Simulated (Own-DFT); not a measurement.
Si3N4 (beta silicon nitride, strained, atoms displaced) (calculated)

A calculation, not a measurement: plane-wave PBE density functional theory by an unreviewed code, no spin, of a simulated periodic cell, stress positive in tension, free energy of the whole cell less one offset for each atom, forces on such cells moved up to 12 meV/angstrom on a denser k mesh; offsets are fitted by least squares, one for each functional and potential file, so energies compare only between cells with the same atoms and settings and are not formation energies; the far tail of each file's local potential was reset to the Coulomb form; each entry is a single point on an unrelaxed cell, so the pressure reflects the starting lattice, mostly measured values (interpolated for alloys), from which strain is counted, and rises with the displacements; printed positions are rounded, which can move forces by about a meV/angstrom; the program, named Own-DFT, is a retired in-house code; no spin-orbit coupling; before rounding, a Quantum ESPRESSO 7.3.1 run of the same cell and cutoff gave forces within 1 meV/angstrom rms on each cell, which checks the program and not the settings. Program: Own-DFT development build.

Settings shared by all entries: functional PBE; potential files PseudoDojo norm-conserving, scalar-relativistic, standard set; wave cutoff 42 hartree; occupations Fermi-Dirac; smearing width 0.1 eV; k mesh 2 x 2 x 4 centred on Gamma.

(1) Si3N4 (beta silicon nitride, strained, atoms displaced)

```
CELL_PARAMETERS angstrom
15.00130 0.01610 0.23840
-7.48670 13.29200 -0.13440
0.09120 -0.00670 5.76520
ATOMIC_POSITIONS crystal
Si 0.08611 0.39099 0.12303
Si 0.12158 0.20705 0.13164
Si 0.30102 0.41103 0.11104
Si 0.41447 0.11422 0.36220
Si 0.38765 0.30217 0.35808
Si 0.19741 0.08853 0.39066
N 0.17484 0.02056 0.12532
N 0.47842 0.14955 0.11431
N 0.34789 0.33192 0.12830
N 0.33132 0.48555 0.36992
N 0.01832 0.36049 0.36838
N 0.15186 0.17208 0.37895
N 0.16395 0.33442 0.13435
N 0.33348 0.16599 0.37480
Si 0.08518 0.37992 0.62559
Si 0.11256 0.20040 0.61977
Si 0.29610 0.41088 0.62725
Si 0.41590 0.11522 0.87214
Si 0.38567 0.30054 0.88496
Si 0.20195 0.08274 0.87847
N 0.17237 0.02307 0.63131
N 0.48544 0.15485 0.63167
N 0.35306 0.33633 0.63057
N 0.33270 0.48062 0.87377
N 0.01725 0.34861 0.86868
N 0.14272 0.16740 0.87800
N 0.17169 0.33195 0.62499
N 0.32889 0.16352 0.87256
Si 0.09219 0.88658 0.12265
Si 0.11511 0.70884 0.11729
Si 0.29934 0.91226 0.11156
Si 0.41496 0.61911 0.36139
Si 0.38634 0.80356 0.37034
Si 0.20192 0.58954 0.38394
N 0.15962 0.50835 0.11949
N 0.48899 0.65294 0.12853
N 0.35088 0.83759 0.10789
N 0.33487 0.98976 0.37615
N 0.01758 0.84959 0.37525
N 0.15882 0.66599 0.38327
N 0.16933 0.83428 0.12873
N 0.33384 0.66894 0.38504
Si 0.09204 0.88383 0.61291
Si 0.12319 0.70771 0.63034
Si 0.29892 0.90922 0.63086
Si 0.40977 0.61251 0.87208
Si 0.38006 0.79250 0.87125
Si 0.20254 0.58441 0.87944
N 0.16422 0.50685 0.62735
N 0.47679 0.65224 0.63016
N 0.35244 0.83065 0.64579
N 0.33475 0.98496 0.87736
N 0.00615 0.83843 0.87163
N 0.15446 0.67114 0.87610
N 0.16822 0.82896 0.63913
N 0.33720 0.66949 0.85907
Si 0.59391 0.38889 0.11656
Si 0.61417 0.20385 0.12962
Si 0.79716 0.41429 0.11822
Si 0.91515 0.11077 0.35803
Si 0.87681 0.29434 0.36353
Si 0.69595 0.08451 0.36936
N 0.65646 0.01046 0.12730
N 0.98482 0.15880 0.14001
N 0.84470 0.33298 0.12402
N 0.83247 0.48911 0.37615
N 0.51945 0.35654 0.36574
N 0.64742 0.16689 0.39204
N 0.66906 0.34200 0.13067
N 0.83344 0.16620 0.37921
Si 0.58581 0.38893 0.62897
Si 0.61613 0.20657 0.63173
Si 0.79794 0.41086 0.63227
Si 0.90113 0.10657 0.86401
Si 0.88220 0.29975 0.87284
Si 0.69975 0.08868 0.87098
N 0.66204 0.01634 0.61938
N 0.98750 0.15130 0.63063
N 0.85000 0.33763 0.63367
N 0.83500 0.48459 0.87655
N 0.50925 0.34829 0.87104
N 0.64950 0.16550 0.87619
N 0.67407 0.33722 0.61176
N 0.83824 0.17641 0.88258
Si 0.58620 0.88793 0.11401
Si 0.61401 0.70039 0.12871
Si 0.79316 0.91313 0.10791
Si 0.90402 0.61619 0.36068
Si 0.88158 0.79839 0.36679
Si 0.70219 0.58140 0.37658
N 0.66461 0.51429 0.11906
N 0.98696 0.64878 0.11705
N 0.84806 0.82858 0.11987
N 0.82314 0.97795 0.37995
N 0.51104 0.84556 0.37822
N 0.65411 0.66784 0.39513
N 0.66674 0.83286 0.14311
N 0.83196 0.66959 0.37861
Si 0.59095 0.89182 0.61677
Si 0.60781 0.69464 0.62540
Si 0.79684 0.92210 0.63003
Si 0.91939 0.61489 0.89037
Si 0.88552 0.79716 0.89909
Si 0.69629 0.58743 0.86609
N 0.66473 0.51218 0.61765
N 0.98116 0.65125 0.62425
N 0.85163 0.83650 0.62589
N 0.83730 0.98716 0.88791
N 0.50855 0.84592 0.87920
N 0.64829 0.66246 0.88722
N 0.66708 0.83312 0.63515
N 0.83390 0.66776 0.86978
```

- free energy of cell above offsets: -3.072 eV
- pressure: 12.65 GPa
- stress xx: -13.33 GPa
- stress yy: -8.25 GPa
- stress zz: -16.35 GPa
- stress yz: 1.64 GPa
- stress xz: 6.47 GPa
- stress xy: 0.91 GPa

Force:
```csv
element,x (eV/Å),y (eV/Å),z (eV/Å)
Si,1.626,-5.074,-1.116
Si,-3.408,1.451,-0.883
Si,-4.083,0.121,3.689
Si,-2.955,1.214,3.682
Si,1.418,-2.95,4.936
Si,2.887,2.221,-3.033
N,-1.435,-3.294,2.022
N,4.597,1.936,0.893
N,-1.018,0.839,-0.636
N,1.293,0.467,-0.277
N,-2.988,-2.234,1.992
N,2.168,-2.277,-1.481
N,1.651,0.618,-0.562
N,-0.603,1.368,-0.234
Si,1.621,0.252,-2.316
Si,0.398,2.999,3.604
Si,0.584,0.594,-2.256
Si,-4.702,-0.652,-0.804
Si,-1.384,-4.428,-3.685
Si,-1.293,4.617,0.892
N,-0.93,-5.714,-1.046
N,1.3,0.05,-2.759
N,0.228,0.199,-0.838
N,0.581,2.794,-0.271
N,-2.769,-0.708,2.038
N,3.492,-2.473,-0.914
N,-2.82,-1.193,-0.061
N,1.636,2.011,0.335
Si,-2.045,0.391,-1.028
Si,2.684,-1.684,2.267
Si,-0.992,1.463,2.848
Si,-2.349,-2.152,3.389
Si,-0.961,-3.049,0.269
Si,3.994,-4.157,-0.54
N,0.571,7.164,0.826
N,-1.384,-0.972,-2.617
N,0.459,-0.498,3.661
N,1.005,-3.992,0.101
N,-0.345,0.237,-1.078
N,-5.201,3.515,-1.727
N,-0.167,0.723,0.044
N,-0.389,0.589,-1.399
Si,-1.974,-0.079,2.293
Si,-2.298,-4.127,-1.235
Si,0.118,1.62,-0.805
Si,-0.375,-0.502,1.93
Si,2.596,-0.904,2.04
Si,0.082,-0.057,-1.224
N,-0.233,3.358,0.158
N,3.458,0.417,-2.433
N,-3.554,2.681,-5.64
N,0.304,0.497,-1.568
N,6.512,4.242,0.523
N,1.259,-1.167,0.223
N,-0.374,3.792,-0.734
N,-1.755,-3.05,1.602
Si,-3.891,-0.385,-0.032
Si,-0.579,1.434,0.565
Si,0.068,1.349,2.166
Si,-3.169,-0.489,5.713
Si,3.121,0.448,2.275
Si,2.095,2.296,0.45
N,0.319,3.506,-1.581
N,2.399,-0.098,-5.615
N,-0.532,0.275,0.08
N,0.385,-1.755,-0.523
N,-0.369,-0.376,0.732
N,0.781,-0.909,-3.942
N,2.249,-4.66,-0.662
N,-1.563,-1.387,-0.257
Si,1.034,-2.674,-2.16
Si,-1.102,1.444,1.094
Si,-0.354,3.596,-1.461
Si,2.72,8.008,1.956
Si,2.697,0.969,-0.113
Si,1.839,0.536,0.695
N,0.154,1.056,1.033
N,-3.511,-2.66,-1.545
N,1.075,-1.271,-1.944
N,0.404,0.76,0.091
N,4.1,2.061,1.367
N,-1.032,0.671,0.539
N,-3.776,-1.741,1.026
N,-1.515,-5.152,-0.502
Si,-0.104,-4.57,1.077
Si,1.497,2.212,2.304
Si,1.098,-3.4,5.555
Si,3.673,0.271,3.403
Si,0.838,-0.148,3.441
Si,-0.429,2.286,-1.549
N,-0.309,1.53,-0.428
N,0.512,0.546,3.551
N,-5.087,3.927,4.347
N,0.979,3.753,-3.227
N,2.068,2.305,-0.852
N,0.612,-1.59,-3.964
N,-1.113,-0.253,-1.35
N,-1.34,-0.176,-0.76
Si,-0.546,-4.88,1.401
Si,-1.077,3.251,2.991
Si,1.997,-6.202,0.11
Si,-4.372,-0.32,-5.856
Si,-0.353,-3.84,-8.81
Si,5.013,-0.133,1.014
N,-0.496,1.204,1.766
N,2.372,0.524,-1.097
N,-1.126,1.393,1.337
N,-0.76,-1.103,-2.494
N,2.635,2.061,-1.096
N,-2.264,0.916,-2.442
N,-1.18,0.325,0.229
N,-0.526,-1.798,0.894
```

(2) Si3N4 (beta silicon nitride, strained, atoms displaced)

```
CELL_PARAMETERS angstrom
15.42400 -0.18730 0.05830
-7.87420 13.33910 0.05940
0.02230 0.03910 5.88050
ATOMIC_POSITIONS crystal
Si 0.08567 0.38222 0.14125
Si 0.11876 0.20609 0.11887
Si 0.30166 0.41631 0.13160
Si 0.41650 0.11887 0.36840
Si 0.38433 0.29929 0.36747
Si 0.19706 0.08691 0.37846
N 0.16564 0.01614 0.12454
N 0.48398 0.14733 0.12187
N 0.35137 0.33399 0.11706
N 0.33058 0.48345 0.37068
N 0.01904 0.35153 0.36370
N 0.15476 0.16488 0.36505
N 0.16987 0.33840 0.11281
N 0.33096 0.16495 0.37201
Si 0.08787 0.38016 0.62190
Si 0.11632 0.20333 0.62606
Si 0.30069 0.41593 0.63353
Si 0.41120 0.11887 0.87334
Si 0.38333 0.29581 0.88043
Si 0.19983 0.08536 0.88263
N 0.16987 0.01198 0.61578
N 0.48299 0.15223 0.61638
N 0.35014 0.33830 0.63102
N 0.33569 0.48153 0.87070
N 0.01254 0.35339 0.87725
N 0.14906 0.16784 0.86822
N 0.17133 0.33352 0.61905
N 0.33453 0.16965 0.87010
Si 0.09158 0.88707 0.11419
Si 0.11343 0.69979 0.11826
Si 0.30084 0.91702 0.11963
Si 0.40956 0.61981 0.38570
Si 0.38364 0.79287 0.36923
Si 0.20421 0.58950 0.38530
N 0.16833 0.51318 0.14152
N 0.48197 0.64603 0.12719
N 0.35487 0.83295 0.12076
N 0.33295 0.97749 0.38422
N 0.01819 0.84944 0.38214
N 0.15305 0.66267 0.38016
N 0.17350 0.83812 0.13421
N 0.33149 0.66566 0.36688
Si 0.08848 0.89134 0.63614
Si 0.11272 0.69967 0.62021
Si 0.29688 0.90934 0.62095
Si 0.41509 0.61146 0.88371
Si 0.38558 0.79720 0.86283
Si 0.20283 0.58779 0.88412
N 0.16207 0.51502 0.62635
N 0.48142 0.64139 0.62247
N 0.35177 0.83124 0.62798
N 0.33902 0.98411 0.86137
N 0.01149 0.84789 0.87563
N 0.15199 0.67039 0.88146
N 0.16126 0.83540 0.62275
N 0.33461 0.66765 0.86908
Si 0.58052 0.38012 0.12550
Si 0.61732 0.20986 0.11144
Si 0.79921 0.41109 0.12669
Si 0.90943 0.11228 0.37245
Si 0.88247 0.29738 0.35720
Si 0.69915 0.08789 0.35826
N 0.66678 0.01322 0.13967
N 0.98415 0.15109 0.13541
N 0.84380 0.32090 0.11767
N 0.83266 0.49095 0.38745
N 0.51700 0.34792 0.35550
N 0.64847 0.17048 0.36695
N 0.66158 0.33182 0.12392
N 0.82734 0.15931 0.37732
Si 0.58766 0.38635 0.61957
Si 0.61598 0.20219 0.63164
Si 0.79926 0.41940 0.63508
Si 0.91320 0.11290 0.87323
Si 0.87738 0.29680 0.88117
Si 0.69718 0.08246 0.87461
N 0.66937 0.01900 0.62773
N 0.98622 0.14853 0.63697
N 0.85286 0.33425 0.62000
N 0.83167 0.48553 0.87310
N 0.51536 0.34475 0.85938
N 0.64959 0.16667 0.87133
N 0.66934 0.33704 0.62720
N 0.83288 0.16573 0.86945
Si 0.58557 0.88427 0.12253
Si 0.61729 0.70722 0.12147
Si 0.79612 0.91466 0.14360
Si 0.91061 0.61939 0.35310
Si 0.88020 0.79479 0.38156
Si 0.69325 0.58368 0.38711
N 0.66424 0.51350 0.13813
N 0.97954 0.65320 0.11405
N 0.85173 0.83845 0.12964
N 0.83303 0.98310 0.37894
N 0.51858 0.85281 0.37335
N 0.65084 0.66711 0.37281
N 0.66130 0.83499 0.12663
N 0.83319 0.67003 0.38385
Si 0.58373 0.87788 0.61497
Si 0.61336 0.70607 0.62483
Si 0.79311 0.90608 0.63541
Si 0.91727 0.61481 0.87115
Si 0.88587 0.79641 0.87334
Si 0.70325 0.58595 0.87220
N 0.66059 0.51412 0.62104
N 0.98335 0.65075 0.62352
N 0.85049 0.83568 0.64581
N 0.83098 0.97982 0.88956
N 0.51370 0.85146 0.87628
N 0.65512 0.67078 0.87006
N 0.66746 0.83295 0.63434
N 0.82831 0.65671 0.86879
```

- free energy of cell above offsets: -11.005 eV
- pressure: 0.11 GPa
- stress xx: 2.59 GPa
- stress yy: -1.18 GPa
- stress zz: -1.73 GPa
- stress yz: 2.21 GPa
- stress xz: 1.57 GPa
- stress xy: -3.91 GPa

Force:
```csv
element,x (eV/Å),y (eV/Å),z (eV/Å)
Si,2.465,1.509,-6.477
Si,-0.987,0.344,0.652
Si,-0.656,-1.515,-1.418
Si,-1.951,-1.771,1.151
Si,0.183,-1.431,1.723
Si,3.313,-0.448,-0.871
N,-0.297,-0.024,0.228
N,-0.131,0.389,-1.331
N,-1.169,1.263,1.516
N,0.682,1.747,1.837
N,-3.539,-2.143,4.877
N,-3.196,1.696,0.921
N,0.334,-1.664,0.597
N,0.406,0.644,-0.11
Si,-0.847,0.774,1.349
Si,0.223,0.334,-1.633
Si,-0.111,-1.359,-2.478
Si,0.813,-0.839,-0.976
Si,0.421,0.788,-2.509
Si,0.497,1.742,-2.365
N,-0.937,3.841,2.493
N,1.024,0.489,1.23
N,1.662,-0.702,-1.138
N,0.178,1.822,2.078
N,0.953,-0.051,0.447
N,1.77,-1.507,1.052
N,-1.706,-0.3,0.035
N,-0.99,-1.703,0.372
Si,-0.311,-1.958,2.822
Si,0.058,2.445,2.338
Si,2.044,-1.136,0.722
Si,1.197,-2.194,-1.941
Si,-0.684,1.983,0.174
Si,-0.085,-2.395,-0.933
N,-0.562,1.453,-1.178
N,0.804,0.766,0.87
N,-1.501,1.03,-0.059
N,0.589,3.497,-3.103
N,-1.283,0.106,-0.957
N,-2.823,1.367,-1.071
N,-2.077,-2.291,-0.937
N,0.956,0.623,0.558
Si,0.305,-4.42,-2.544
Si,-0.241,2.148,0.538
Si,-0.681,-1.417,1.208
Si,-2.442,0.619,-1.021
Si,-0.102,-0.862,2.696
Si,0.147,-0.762,-0.113
N,0.386,-0.105,1.299
N,0.177,1.237,0.834
N,-1.553,0.741,-2.437
N,-0.278,0.955,1.375
N,2.048,1.273,0.752
N,0.856,-1.66,-1.688
N,2.424,-1.535,0.626
N,1.014,-1.249,0.095
Si,3.094,2.216,-4.336
Si,0.243,-2.817,1.64
Si,-2.104,0.092,0.866
Si,-0.621,1.077,1.738
Si,2.393,-2.51,4.597
Si,-0.67,1.322,4.241
N,-0.939,-0.671,-3.643
N,1.065,0.12,-1.629
N,-4.746,4.047,2.183
N,1.033,-1.737,-2.668
N,-2.973,-1.148,5.185
N,1.081,-1.013,0.006
N,1.468,2.624,-0.165
N,1.268,2.84,-0.607
Si,1.209,-1.91,-1.059
Si,-1.109,1.277,-2.719
Si,0.962,-2.896,-2.192
Si,-2.152,0.143,1.987
Si,4.821,-2.301,-5.492
Si,1.559,1.61,0.226
N,-1.124,-2.676,-1.549
N,-0.193,-0.152,-2.685
N,-1.888,1.49,-0.437
N,1.229,-0.199,2.596
N,-1.013,0.192,2.131
N,0.759,-0.756,0.924
N,-0.561,-0.66,0.017
N,-0.328,-0.417,0.508
Si,-0.182,0.211,-0.508
Si,0.344,-1.018,0.102
Si,0.468,-1.877,-2.195
Si,-1.321,0.599,4.113
Si,1.18,2.216,-0.162
Si,1.807,2.231,-3.062
N,-0.698,-0.061,-1.71
N,3.277,0.861,0.515
N,0.042,-0.612,0.331
N,0.228,-0.492,2.309
N,-1.613,-1.706,-0.073
N,-1.252,0.696,0.423
N,1.872,-0.513,0.324
N,-0.772,-2.196,-0.468
Si,0.722,3.236,2.433
Si,1.921,-1.987,-0.305
Si,1.392,2.752,0.772
Si,-3.381,0.06,-1.734
Si,-1.782,-1.978,2.469
Si,-1.817,-0.515,1.54
N,-0.32,-0.191,2.146
N,0.553,-0.401,-1.739
N,-0.215,-0.035,-2.866
N,0.161,1.153,-1.482
N,1.715,0.257,-0.997
N,-0.55,-0.641,0.292
N,-2.289,-0.656,-0.611
N,1.959,3.231,0.302
```

(3) Si3N4 (beta silicon nitride, strained, atoms displaced)

```
CELL_PARAMETERS angstrom
15.43630 0.07640 0.12220
-7.65200 13.38840 -0.31730
0.04670 -0.11310 5.74970
ATOMIC_POSITIONS crystal
Si 0.09242 0.38739 0.13763
Si 0.11689 0.20851 0.12025
Si 0.29735 0.40936 0.12062
Si 0.41121 0.11667 0.37662
Si 0.38319 0.30159 0.36814
Si 0.20145 0.09110 0.38113
N 0.16771 0.01153 0.12607
N 0.48543 0.14748 0.12433
N 0.35183 0.33493 0.13054
N 0.33194 0.48252 0.36543
N 0.01348 0.35203 0.38045
N 0.14942 0.16690 0.36651
N 0.16323 0.33120 0.12476
N 0.33410 0.16648 0.36546
Si 0.08826 0.38602 0.64102
Si 0.11248 0.20345 0.63357
Si 0.30241 0.41400 0.61953
Si 0.41073 0.11537 0.86813
Si 0.38310 0.30418 0.86846
Si 0.19530 0.08413 0.89303
N 0.16908 0.01586 0.61319
N 0.48484 0.15098 0.62512
N 0.35030 0.33557 0.62453
N 0.32845 0.48100 0.87206
N 0.01350 0.35080 0.89145
N 0.15289 0.16606 0.88547
N 0.16853 0.33390 0.61874
N 0.33815 0.17075 0.88200
Si 0.08498 0.88822 0.11207
Si 0.11503 0.70509 0.11470
Si 0.29433 0.91470 0.11678
Si 0.41300 0.62134 0.38031
Si 0.38282 0.79790 0.38379
Si 0.19744 0.58351 0.37214
N 0.16564 0.51401 0.11567
N 0.48552 0.65399 0.12251
N 0.34866 0.83003 0.12685
N 0.33175 0.98558 0.39103
N 0.01001 0.84832 0.37648
N 0.14917 0.67004 0.37709
N 0.16792 0.83472 0.11760
N 0.33514 0.66777 0.37479
Si 0.08918 0.88857 0.62867
Si 0.11222 0.70090 0.63186
Si 0.30042 0.91578 0.63471
Si 0.41468 0.61685 0.86430
Si 0.38742 0.79735 0.87320
Si 0.20135 0.58803 0.86399
N 0.16188 0.51297 0.63377
N 0.47960 0.65064 0.64213
N 0.34463 0.83268 0.62348
N 0.33334 0.98473 0.85885
N 0.01554 0.85251 0.88836
N 0.15059 0.66639 0.87485
N 0.15854 0.83080 0.62880
N 0.32352 0.65867 0.86752
Si 0.58028 0.38603 0.13445
Si 0.61422 0.20311 0.12614
Si 0.79809 0.40761 0.11256
Si 0.91609 0.12133 0.38448
Si 0.88510 0.30045 0.36466
Si 0.70107 0.08125 0.38830
N 0.66767 0.02204 0.12415
N 0.98372 0.14766 0.12847
N 0.84332 0.32783 0.11936
N 0.83054 0.48197 0.38050
N 0.52062 0.34645 0.37573
N 0.64629 0.16275 0.37487
N 0.66873 0.33182 0.12616
N 0.83151 0.16649 0.37641
Si 0.58688 0.38348 0.62258
Si 0.61366 0.20197 0.61961
Si 0.79806 0.41144 0.62630
Si 0.91231 0.12024 0.86096
Si 0.88594 0.30076 0.87409
Si 0.70310 0.09296 0.89176
N 0.66745 0.01401 0.62756
N 0.98919 0.15321 0.60529
N 0.85374 0.33431 0.63124
N 0.83353 0.49052 0.88060
N 0.51489 0.35080 0.86770
N 0.64617 0.16432 0.88020
N 0.66899 0.33683 0.62856
N 0.83264 0.16833 0.88027
Si 0.57881 0.87446 0.11883
Si 0.61724 0.70369 0.13485
Si 0.80115 0.91415 0.12019
Si 0.91556 0.62190 0.36726
Si 0.88305 0.79640 0.36824
Si 0.69763 0.58259 0.36439
N 0.66572 0.52015 0.14241
N 0.98541 0.65213 0.13369
N 0.84342 0.82976 0.14165
N 0.83639 0.98370 0.36856
N 0.51566 0.85873 0.37252
N 0.64577 0.66325 0.37780
N 0.66628 0.83366 0.13286
N 0.83231 0.66527 0.36191
Si 0.58053 0.88074 0.62344
Si 0.61632 0.69986 0.61498
Si 0.80404 0.91481 0.62844
Si 0.91128 0.61614 0.86117
Si 0.88131 0.80141 0.87544
Si 0.70017 0.58528 0.87745
N 0.66524 0.51635 0.62665
N 0.98524 0.64985 0.60977
N 0.85286 0.83367 0.63063
N 0.83095 0.97953 0.88701
N 0.51644 0.84308 0.88142
N 0.64622 0.66431 0.86702
N 0.66408 0.83515 0.63225
N 0.83039 0.66663 0.88315
```

* free energy of cell above offsets: -7.715 eV
* pressure: 3.3 GPa
* stress xx: 1.2 GPa
* stress yy: 4.35 GPa
* stress zz: -15.45 GPa
* stress yz: -6.06 GPa
* stress xz: 1.98 GPa
* stress xy: 2.44 GPa

Force:
```csv
element,x (eV/Å),y (eV/Å),z (eV/Å)
Si,-2.15,-0.644,-0.552
Si,-1.43,-2.404,2.286
Si,-1.993,0.793,-0.68
Si,0.877,-0.552,-0.507
Si,3.823,-3.56,1.462
Si,1.855,0.011,-0.884
N,-0.631,1.698,0.465
N,-1.247,-0.574,-0.005
N,-1.718,1.395,-1.55
N,0.622,1.628,1.789
N,1.195,0.571,0.166
N,-0.056,0.223,1.239
N,1.857,1.765,-0.202
N,-1.964,1.526,0.522
Si,-0.447,-1.135,-0.977
Si,2.756,1.244,-1.379
Si,-2.902,-0.13,-0.91
Si,0.644,0.893,1.279
Si,3.929,-3.625,0.667
Si,3.807,0.992,-2.658
N,-1.118,0.543,2.425
N,-0.046,0.068,-0.13
N,-0.47,0.613,-0.863
N,1.216,1.255,1.051
N,1.162,0.315,-0.803
N,-1.445,0.627,-2.237
N,-0.244,-0.172,0.631
N,-2.854,-0.183,-0.432
Si,2.795,-1.717,5.43
Si,-0.62,0.667,3.012
Si,1.012,-0.631,1.668
Si,0.602,-1.798,-1.125
Si,0.5,-0.707,-2.616
Si,0.273,2.171,0.579
N,-0.212,0.407,0.436
N,0.043,-0.368,1.034
N,-1.221,1.559,-0.241
N,0.413,0.149,-2.348
N,1.44,1.439,-0.543
N,1.969,-1.7,-1.215
N,-1.23,0.237,-0.028
N,-2.046,-0.126,0.159
Si,-0.869,-1.435,-1.267
Si,-0.394,1.872,-0.951
Si,-2.567,-4.108,-5.192
Si,-4.29,-2.45,5.935
Si,-1.546,-2.031,0.199
Si,-0.554,0.164,2.898
N,-0.229,-0.407,-3.407
N,3.969,1.737,-6.13
N,1.033,0.097,2.304
N,0.215,2.9,6.113
N,-3.185,-0.783,-4.49
N,0.124,-0.712,-1.069
N,2.494,0.731,0.189
N,3.352,3.129,0.034
Si,4.768,0.496,-3.515
Si,-0.352,0.313,1.207
Si,-2.93,2.217,2.136
Si,-3.222,-2.49,-4.802
Si,0.565,-2.189,1.453
Si,-0.485,2.4,-1.255
N,-0.21,-3.852,0.275
N,0.598,0.854,-1.866
N,0.35,0.7,0.805
N,0.988,0.98,-1.173
N,-4.725,-1.265,0.686
N,1.199,-0.432,-0.286
N,-1.915,1.018,-0.324
N,0.686,0.659,0.366
Si,2.37,1.309,1.264
Si,0.008,1.158,1.724
Si,-0.754,0.747,-0.52
Si,0.061,-1.27,2.823
Si,1.427,-2.199,-0.411
Si,0.482,-0.942,-1.997
N,-0.728,-0.815,1.792
N,-0.158,-0.314,5.059
N,-1.719,1.228,-1.111
N,0.772,-2.18,-0.315
N,-1.414,0.394,1.332
N,0.51,0.027,-2.165
N,-0.025,-1.52,0.093
N,0.57,0.56,-0.629
Si,4.186,3.976,2.921
Si,-1.333,1.259,-2.326
Si,-2.373,-2.094,2.362
Si,-1.837,-3.091,0.758
Si,1.647,-1.934,1.668
Si,2.198,5.659,8.558
N,-1.104,-6.316,-8.637
N,1.063,0.463,-3.898
N,-0.726,0.884,-2.86
N,0.546,1.915,2.935
N,-1.717,-1.699,0.497
N,2.033,-1.502,-2.442
N,0.418,-0.205,-0.097
N,-1.543,0.326,0.699
Si,3.486,2.275,0.243
Si,-3.11,3.279,4.43
Si,-2.846,-1.317,-1.739
Si,-0.329,0.99,1.722
Si,2.595,-2.829,1.895
Si,0.537,1.752,0.333
N,-0.611,-1.324,-1.33
N,-0.335,-0.224,2.719
N,-1.891,1.172,-1.15
N,0.957,3.881,-2.758
N,-3.729,-1.032,-3.629
N,1.018,-0.783,1.335
N,1.555,-1.426,-0.596
N,0.225,0.884,-0.836
```
